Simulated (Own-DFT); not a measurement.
# Computed records: Hf₃₆O₇₁ (tetragonal hafnia with one neutral oxygen vacancy, atoms displaced)

Computed with Own-DFT development build. A calculation, not a measurement: plane-wave PBE and HSE06 DFT by an unreviewed code, no spin, of a simulated cell at Gamma alone, so results move with cell size and shape, stress positive in tension, energies less offsets, not probed for a lower state with spin; hafnium file: forces about 75 meV/angstrom off all-electron values; oxygen file: force components 24 meV/angstrom off all-electron in a glass; k mesh not checked against a denser one; forces and stress are PBE's, HSE06 gives the energy alone, and its difference from PBE has offsets of its own; offsets are fitted by least squares, one for each functional and potential file, so energies compare only between cells with the same atoms and settings and are not formation energies; the far tail of each file's local potential was reset to the Coulomb form; each entry is a single point on an unrelaxed cell, so the pressure reflects the starting lattice, taken from the Materials Project, from which strain is counted, and rises with the displacements; printed positions are rounded, which can move forces by about a meV/angstrom; the program is a retired in-house code; no spin-orbit coupling.

Common to all runs: first functional PBE; second functional HSE06; exact exchange share 0.25; screening 0.11 1/bohr; exchange divergence Gygi-Baldereschi; potential files PseudoDojo norm-conserving, scalar-relativistic, made for PBE, standard set; wave cutoff 48 hartree; occupations fixed; k mesh 1 x 1 x 1 centred on Gamma.

(1) Hf₃₆O₇₁ (tetragonal hafnia with one neutral oxygen vacancy, atoms displaced)

```xyz
107
Lattice="10.7800 0.0000 0.0000 0.0000 10.7800 0.0000 0.0000 0.0000 10.4493" Properties=species:S:1:pos:R:3 Hf36O71
Hf    10.6611     0.0966    10.4092
Hf     1.7284     1.9730     2.5466
O     10.7150     1.8124     1.5054
O      1.8619     0.0388     3.6225
O     10.7483     1.7365     4.1092
O      1.8032     0.0418     1.0463
Hf    10.7228    10.6557     5.2459
Hf     1.8259     1.7199     7.8032
O     10.7348     1.7936     6.7110
O      1.8052     0.0722     8.9949
O      1.8602    10.7421     6.2741
Hf    10.6872     3.5294    10.3382
Hf     1.7299     5.3132     2.5911
O      0.0081     5.4579     1.6922
O      1.7196     3.6151     3.6635
O      0.1293     5.3851     4.2374
O      1.7746     3.5715     1.1114
Hf    10.7567     3.5530     5.2498
Hf     1.7778     5.2216     8.0962
O      0.1127     5.4239     6.8691
O      1.8525     3.5478     8.8228
O     10.6896     5.3531     9.4138
O      1.8885     3.5737     6.1993
Hf    10.7388     7.2783    10.2909
Hf     1.7218     8.9107     2.6185
O      0.1058     9.0061     1.5856
O      1.7185     7.2806     3.5765
O     10.7478     8.9090     4.2191
O      1.7769     7.1776     0.9532
Hf    10.7727     7.1434     5.2345
Hf     1.7208     9.1590     7.8460
O     10.7139     8.9447     6.8012
O      1.8372     7.2084     8.9338
O      0.0560     9.0096     9.3552
O      1.6618     7.1010     6.3407
Hf     3.5121    10.7351    10.3346
Hf     5.5222     1.7583     2.5999
O      3.7260     1.6851     1.4548
O      5.2676     0.0079     3.5868
O      3.5412     1.8510     4.0953
O      5.3838    10.7295     0.9374
Hf     3.6970     0.1106     5.1880
Hf     5.4017     1.7093     7.8657
O      3.6276     1.8566     6.8377
O      5.2913    10.5943     9.0020
O      3.7524     1.9650     9.3725
O      5.4781    10.7076     6.3239
Hf     3.7280     3.5938     0.1047
Hf     5.4402     5.3314     2.5642
O      3.5715     5.5402     1.7688
O      5.4395     3.6529     3.6048
O      3.5966     5.3633     4.2651
O      5.3219     3.5456     1.1176
Hf     3.5226     3.5966     5.0977
Hf     5.4447     5.2757     7.5878
O      3.5203     5.4202     6.8401
O      5.3261     3.5141     8.8285
O      3.5143     5.4405     9.4121
O      5.4285     3.6163     6.3289
Hf     3.5758     7.0762     0.0926
Hf     5.4236     9.0192     2.4613
O      3.5588     8.9885     1.7660
O      5.4285     7.2713     3.7828
O      3.5522     8.8789     4.2531
O      5.3331     7.3327     0.9425
Hf     3.5816     7.2120     5.2405
Hf     5.4583     8.8627     7.7780
O      3.6166     9.0171     6.7927
O      5.3711     7.1212     8.9649
O      3.5976     9.1446     9.3904
O      5.4240     7.1454     6.2955
Hf     7.3133     0.0723    10.4403
Hf     8.8794     1.6281     2.6547
O      7.3526     1.8394     1.6553
O      8.9781    10.7207     3.6058
O      7.0671     1.8041     4.2060
O      8.8853     0.0409     0.9178
Hf     7.3049    10.7119     5.2818
Hf     9.0862     1.8681     7.9400
O      7.2401     1.8299     6.8562
O      9.1301     0.1210     8.7905
O      7.0849     1.7510     9.4338
O      9.1135    10.6935     6.2222
Hf     7.2159     3.4757    10.3528
Hf     8.9767     5.4277     2.5630
O      7.1551     5.4084     1.5611
O      8.9667     3.5661     3.4447
O      7.1859     5.4404     4.3096
O      9.1232     3.4789     1.0734
Hf     7.2426     3.6726     5.3338
Hf     8.9280     5.4440     7.9439
O      7.2574     5.3904     6.7826
O      8.7823     3.6533     8.9751
O      7.1689     5.4735     9.5528
O      8.9079     3.6152     6.2206
Hf     7.1927     7.1559     0.1130
Hf     8.9435     9.0199     2.5184
O      7.0388     8.9697     1.6186
O      9.0756     7.1927     3.6831
O      7.2685     8.9593     4.1559
O      9.0477     7.3056     0.9898
Hf     7.2879     7.2829     5.1847
Hf     8.8391     8.9737     7.7098
O      7.1013     9.0479     6.8963
O      9.0773     7.2166     8.9195
O      7.2625     8.9805     9.4050
O      8.9164     7.1186     6.3435
```

| Property | Result |
| --- | --- |
| PBE energy of cell above offsets | -86.738 eV |
| HSE06 less PBE above offsets | 0.731 eV |
| PBE pressure | 4.67 GPa |
| PBE stress xx | -6.12 GPa |
| PBE stress yy | -3.35 GPa |
| PBE stress zz | -4.53 GPa |
| PBE stress yz | 1.05 GPa |
| PBE stress xz | -1.02 GPa |
| PBE stress xy | 0.29 GPa |

Force:
```
element  x (eV/Å)  y (eV/Å)  z (eV/Å)
     Hf     3.995    -0.485     0.998
     Hf     1.155     -4.55    -0.236
      O    -0.022    -1.215    -0.661
      O    -0.464     -0.12     0.245
      O    -0.265     0.433     1.051
      O    -1.747     0.444    -1.337
     Hf     5.002     0.523     -2.63
     Hf     1.036     1.372    -1.043
      O     0.378     0.293     1.665
      O    -1.332     1.426    -1.379
      O    -1.301     0.617     0.761
     Hf     0.903     -0.26     2.062
     Hf     0.054     2.625     1.184
      O    -1.491    -0.111    -1.196
      O     0.308    -0.275     0.545
      O    -1.023    -0.947     0.227
      O     0.228     0.519    -1.193
     Hf     1.246     0.496    -0.699
     Hf     1.296     6.559    -4.462
      O    -2.981    -1.621     0.502
      O    -1.373    -4.494     2.266
      O     0.223    -0.613     0.567
      O    -2.353    -0.813     0.433
     Hf     2.874      -0.4     1.126
     Hf     3.076     3.132     0.604
      O    -4.483      0.63    -1.382
      O     0.014    -3.711     1.376
      O    -0.522     1.629    -0.203
      O    -0.903    -0.146     0.668
     Hf     1.919    -0.538     1.061
     Hf     1.996    -3.814    -0.402
      O    -0.047     0.746     0.118
      O    -0.921     0.256    -0.582
      O    -0.499     1.832     0.279
      O     1.452     1.626    -1.614
     Hf     1.267     2.658     3.146
     Hf    -2.956     0.143    -0.014
      O    -1.068     1.682     1.511
      O     0.741    -0.186     0.691
      O      0.62     0.173     0.347
      O     2.314     0.534     1.078
     Hf    -1.269    -2.594    -1.173
     Hf    -0.825    -0.953     0.594
      O     0.049    -1.268    -0.785
      O     1.696     2.459    -2.855
      O     -1.36    -2.326         0
      O     0.267     1.128    -1.216
     Hf    -2.486    -1.061    -2.141
     Hf    -1.212      1.73     2.933
      O     1.093    -0.616    -1.802
      O     0.041    -0.943     0.116
      O    -0.192     0.626    -0.793
      O     3.353     0.883      0.01
     Hf     1.133     0.686     1.635
     Hf    -3.079     1.626     2.381
      O     1.055    -0.505     0.424
      O     1.992     2.104     0.838
      O     0.284    -2.316     1.656
      O    -0.128    -0.172    -1.356
     Hf    -1.292     2.172    -2.172
     Hf    -5.997    -0.518     3.703
      O    -0.025     -0.11    -1.948
      O     0.467     -1.02    -2.023
      O     0.051     2.351     0.608
      O     1.761    -0.656     1.865
     Hf    -0.762    -0.182     1.047
     Hf    -5.906    -0.513     3.788
      O    -0.231    -0.368     0.676
      O     0.535     0.431    -1.556
      O    -1.478    -4.503    -0.461
      O     0.919     0.084     0.028
     Hf    -7.619    -2.929    -2.497
     Hf     5.228      4.08     1.488
      O    -4.464      0.16    -3.221
      O    -0.388    -0.872     0.897
      O     1.175    -1.259     0.679
      O     3.794    -1.074     3.252
     Hf    -2.248     1.711    -0.627
     Hf    -0.734      0.82    -2.347
      O     0.728    -0.737     0.345
      O    -0.289    -1.269     0.638
      O     0.593     0.072    -0.398
      O    -4.091    -0.095     1.205
     Hf     -0.42     2.667     1.772
     Hf     0.827    -0.874     1.114
      O     1.202     0.269     0.044
      O    -0.196      0.46     1.777
      O     0.591    -0.039    -1.066
      O    -2.135     1.342    -2.095
     Hf    -2.564    -0.653    -2.318
     Hf     1.714     1.065    -1.225
      O     0.098    -0.489     0.639
      O     0.987    -1.055    -0.928
      O     0.803     -2.18    -1.267
      O     3.266     -0.09     1.313
     Hf    -1.687     1.343    -1.762
     Hf     1.397    -2.743     0.778
      O     6.573     0.032    -2.217
      O    -1.166     0.042    -1.062
      O     0.545     1.976     0.457
      O    -1.188    -0.027     1.199
     Hf    -2.776    -2.466    -0.701
     Hf     3.199    -0.847     2.823
      O      3.25     0.142    -3.717
      O    -0.704     0.116    -1.092
      O     1.213     0.565     0.276
      O      0.68     1.131     0.337
```

(2) Hf₃₆O₇₁ (tetragonal hafnia with one neutral oxygen vacancy, atoms displaced)

```xyz
107
Lattice="10.7800 0.0000 0.0000 0.0000 10.7800 0.0000 0.0000 0.0000 10.4493" Properties=species:S:1:pos:R:3 Hf36O71
Hf     0.0045     0.0438    10.3785
Hf     1.6856     1.8133     2.6685
O      0.0678     1.7778     1.6798
O      1.8731    10.7348     3.5345
O     10.6681     1.9014     4.1601
O      1.8320     0.1217     1.0078
Hf    10.7681    10.6747     5.0963
Hf     1.9000     1.8520     7.8820
O     10.6806     1.8779     6.7616
O      1.7303     0.0715     8.8340
O      0.0562     1.7172     9.6855
O      1.8429     0.1559     6.2892
Hf    10.7001     3.5322    10.4274
Hf     1.7514     5.4245     2.5890
O     10.7213     5.3741     1.6471
O      1.9900     3.5259     3.6957
O     10.7338     5.4232     4.0808
O      1.7239     3.7192     0.9758
Hf    10.7335     3.5783     5.2922
Hf     1.8458     5.3522     7.8340
O      0.0130     5.3597     6.8614
O      1.7751     3.6367     8.9712
O     10.7226     5.2736     9.3760
O      1.8371     3.5448     6.2725
Hf    10.6844     7.1551     0.0134
Hf     1.8292     8.9866     2.7267
O      0.0025     9.0235     1.6969
O      1.6486     7.1685     3.5500
O     10.7368     8.9671     4.0714
Hf     0.0707     7.1517     5.2130
Hf     1.6554     8.8963     7.9479
O     10.6585     8.9624     6.8371
O      1.7355     7.2554     8.9923
O      0.0299     8.9673     9.3854
O      1.7934     7.2747     6.2212
Hf     3.5177    10.6368    10.3812
Hf     5.3840     1.8810     2.6574
O      3.4722     1.8859     1.6094
O      5.3105     0.0663     3.4298
O      3.5398     1.7210     4.0845
O      5.4099    10.6849     0.9347
Hf     3.8353    10.6839     5.2607
Hf     5.2724     1.8717     7.8906
O      3.6968     1.7334     6.8635
O      5.5820    10.6873     8.8080
O      3.6288     1.8201     9.3952
O      5.5082     0.0256     6.2272
Hf     3.4407     3.6811    10.4184
Hf     5.3239     5.3560     2.5966
O      3.5834     5.3106     1.6531
O      5.3548     3.6272     3.5838
O      3.5811     5.3057     4.2295
O      5.4886     3.6392     1.1381
Hf     3.5437     3.5101     5.2741
Hf     5.4134     5.5815     7.7988
O      3.5659     5.4138     6.8286
O      5.5929     3.6777     8.9166
O      3.4662     5.3743     9.3266
O      5.3508     3.5330     6.1953
Hf     3.6160     7.0511    10.2918
Hf     5.3794     8.9348     2.6645
O      3.5628     8.9656     1.7226
O      5.4233     7.0893     3.6878
O      3.6279     9.0344     4.3064
O      5.4663     7.1838     1.0784
Hf     3.5976     7.0525     5.0845
Hf     5.4212     9.0817     7.9294
O      3.5826     8.8712     6.8293
O      5.4547     7.1749     8.8155
O      3.5256     9.0047     9.3949
O      5.2126     7.2412     6.1998
Hf     7.3042    10.6445     0.0709
Hf     8.9405     1.7495     2.6271
O      7.1597     1.9022     1.7310
O      8.9818     0.1820     3.5914
O      7.1200     1.6976     4.3018
O      9.0196    10.7324     0.8823
Hf     7.2195     0.1376     5.1935
Hf     9.0730     1.8398     7.8330
O      7.1600     1.7649     6.7395
O      8.9921    10.7280     8.7720
O      7.2003     1.7208     9.4795
O      9.0404    10.7658     6.1660
Hf     7.2901     3.6043     0.0712
Hf     8.9955     5.4170     2.6349
O      7.1559     5.2766     1.5950
O      8.9278     3.6006     3.5445
O      7.1793     5.4168     4.1588
O      8.9497     3.6571     1.0422
Hf     7.1157     3.5876     5.2562
Hf     8.9742     5.3333     7.7688
O      7.2315     5.5212     6.7830
O      9.0449     3.6256     8.7442
O      7.3966     5.3554     9.3572
O      8.9458     3.6174     6.3679
Hf     7.2169     7.2424     0.0380
Hf     8.9206     8.9291     2.6174
O      7.1317     9.1050     1.4752
O      8.9528     7.0779     3.7295
O      7.1001     9.0346     4.1623
O      8.9426     7.0560     1.2294
Hf     7.0923     7.2512     5.1395
Hf     9.0014     8.9205     7.7826
O      7.2352     8.9319     6.8781
O      8.8850     7.2361     8.9070
O      7.1572     8.9291     9.4476
O      8.9279     7.1118     6.3241
```

| Item | Value |
| --- | --- |
| PBE energy of cell above offsets | -88.502 eV |
| HSE06 less PBE above offsets | 0.486 eV |
| PBE pressure | 5.37 GPa |
| PBE stress xx | -3.43 GPa |
| PBE stress yy | -7.34 GPa |
| PBE stress zz | -5.33 GPa |
| PBE stress yz | -0.54 GPa |
| PBE stress xz | -0.32 GPa |
| PBE stress xy | -0.24 GPa |

Force:
```
element  x (eV/Å)  y (eV/Å)  z (eV/Å)
     Hf     1.226    -4.519     2.494
     Hf     3.961    -0.585     0.179
      O    -3.473     0.213    -1.522
      O    -1.604     0.796     1.648
      O     0.996    -1.088     1.104
      O    -0.516    -1.362    -0.967
     Hf     1.084      2.24     1.827
     Hf     -0.53    -1.831    -1.456
      O     2.501     0.435     0.777
      O     0.331    -0.883     0.144
      O    -0.483     4.002    -4.121
      O    -0.829    -0.472    -1.351
     Hf     0.038     2.068     1.536
     Hf    -0.585    -2.238    -0.526
      O     1.425     0.678    -1.497
      O      -1.6     1.748    -0.255
      O      0.89    -1.185     2.147
      O    -0.444     0.057     0.485
     Hf    -0.361    -0.052    -0.764
     Hf    -1.738     0.567     0.075
      O     1.578     0.157    -1.354
      O     0.279    -0.934    -1.389
      O     0.307     2.304     0.984
      O    -1.042     0.129     1.324
     Hf     0.578    -0.829    -0.119
     Hf    -0.633      0.72    -2.392
      O    -0.469    -0.918    -1.254
      O     1.214     0.085      1.07
      O    -0.441     -0.37     1.769
     Hf    -2.573     -0.28     0.261
     Hf     1.455     2.337    -2.555
      O     3.377    -0.072    -1.936
      O      0.54     -2.63    -0.154
      O    -0.073    -0.368     0.892
      O     -0.17    -0.717     0.114
     Hf     1.122     3.471      3.17
     Hf    -2.659     0.405    -2.618
      O     1.195     0.798    -0.568
      O     0.277    -2.192     2.127
      O     1.234     0.217     3.071
      O    -1.332     0.224    -0.472
     Hf    -3.447     2.235    -0.033
     Hf     5.178     0.361      2.17
      O    -2.545     0.582    -1.294
      O     -1.47     3.439     0.708
      O    -0.219    -0.067    -0.343
      O    -0.495     -0.79     0.491
     Hf     2.016    -2.996     2.865
     Hf     2.748    -1.233    -0.815
      O    -0.804     0.967    -1.883
      O     0.437    -0.299     2.301
      O    -0.171     0.336    -0.447
      O    -1.934    -0.253    -1.702
     Hf     0.453    -1.122    -2.849
     Hf     1.724    -3.359    -1.309
      O     0.229    -0.147    -0.328
      O    -1.783     0.329    -1.478
      O     0.866     0.485    -0.118
      O     0.223     0.357     0.743
     Hf    -0.594     2.348     2.903
     Hf    -0.257     1.393    -1.522
      O     0.179    -0.576    -1.053
      O    -0.931     1.605    -0.215
      O     0.069    -2.934    -1.732
      O    -1.637     0.058    -0.866
     Hf    -0.129     2.157      2.42
     Hf     0.011    -2.307    -3.203
      O    -0.148      1.75     1.287
      O    -0.761      1.03     1.917
      O     0.388    -2.507    -0.219
      O     2.345    -1.147     0.131
     Hf    -3.692     2.351    -3.187
     Hf     1.108     4.309    -1.916
      O     1.003    -0.966    -0.698
      O     0.029    -5.475     1.294
      O    -0.432     5.113    -2.807
      O     1.338     0.323     2.546
     Hf     1.357    -3.805     3.051
     Hf    -3.734     -1.44    -0.027
      O     0.837     0.623     1.209
      O     0.625     0.673     0.241
      O     0.719     0.803     0.746
      O    -0.124     0.014     -0.65
     Hf    -3.563    -0.273    -1.331
     Hf    -1.954    -1.441     0.244
      O      0.32     1.075     0.107
      O     -0.29    -0.813      1.67
      O    -0.378    -0.671      1.22
      O       2.6     -0.76    -0.337
     Hf     0.847     0.627    -0.579
     Hf    -0.838     2.273     1.031
      O    -2.735    -0.791    -0.473
      O     0.639    -2.582      2.17
      O    -0.765     1.066     1.156
      O    -0.336     0.307    -2.099
     Hf      0.54    -2.336    -0.666
     Hf      0.98    -0.372     0.066
      O     1.642    -1.808     2.315
      O    -0.391     3.336     0.062
      O     0.555     0.112    -0.648
      O    -0.013      2.18    -1.657
     Hf     1.183    -1.596     1.955
     Hf    -2.175     0.091     1.073
      O    -1.578     -0.17    -0.906
      O     1.468    -0.469     0.852
      O     0.046     0.077    -0.022
      O     1.567     0.589    -1.463
```
